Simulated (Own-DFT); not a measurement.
# How strain changes the stress of diamond-structure SiGeSn with randomly placed atoms, 64 atoms (Ge48Si8Sn8)

All numbers below are calculated, not measured. They come from Own-DFT, an in-house plane-wave density functional program, since retired, whose code no person has reviewed. Each row is one single-point run on a periodic cell that was not relaxed, without spin or spin-orbit coupling.

Settings of every run: PBE; PseudoDojo norm-conserving scalar-relativistic files; cutoff 49 hartree; 3 x 3 x 3 k mesh centred on Gamma; Fermi-Dirac smearing of 0.1 eV.

Known limits: forces on such cells moved up to 12 meV/angstrom on a denser k mesh; stress not checked against mesh or cutoff.

Unstrained cell vectors in Å: (11.467, 0.000, 0.000); (0.000, 11.467, 0.000); (0.000, 0.000, 11.467). The unstrained cell has measured lattice constants (interpolated for alloys), not those of this functional. That, the random moves and any unrelaxed bonds set the pressure at no strain. Each run strains this cell uniformly, with the atoms carried along. Every atom was also moved at random, by a Gaussian of width 0.05 Å on each axis. The random placing of the alloy's atoms differs from row to row. Strain is the symmetric tensor, in per cent. Stress is positive in tension, and the pressure is minus a third of its trace.

```
run,e_xx (%),e_yy (%),e_zz (%),s_xx (GPa),s_yy (GPa),s_zz (GPa),P (GPa),E (meV/atom)
1,1.75,1.75,0.00,-2.42,-2.37,-3.42,2.73,32.6
2,-2.00,-2.00,0.00,-8.89,-9.02,-7.59,8.50,79.7
3,0.50,0.50,0.00,-4.31,-4.21,-4.39,4.30,34.7
4,-1.50,-1.50,0.00,-7.71,-7.51,-6.71,7.31,50.6
5,3.00,3.00,0.00,-0.40,-0.26,-1.96,0.87,5.9
6,-0.50,-0.50,0.00,-6.05,-6.08,-5.79,5.97,53.7
7,2.75,2.75,0.00,-0.57,-0.63,-2.12,1.11,0.0
8,-1.00,-1.00,0.00,-6.64,-6.61,-5.93,6.39,33.3
9,-0.25,-0.25,0.00,?,?,?,?,?
```

E is the free energy for each atom above the lowest run shown.

## Worked fit

The change of volume is close to e_xx + e_yy + e_zz. A straight line through the runs shown gives P = 5.22 - 73 x (fractional change of volume) GPa, with an error of 2 on the slope and a scatter of 0.22 GPa. The strain isn't the same on all axes, but the crystal is cubic, so the slope still estimates the bulk modulus, averaged over pressures from 0.9 to 8.5 GPa.

## Withheld run

Question: what pressure should run 9 give? Its volume changes by -0.50 %.

The line gives 5.6 GPa. The calculation gave 5.39 GPa.
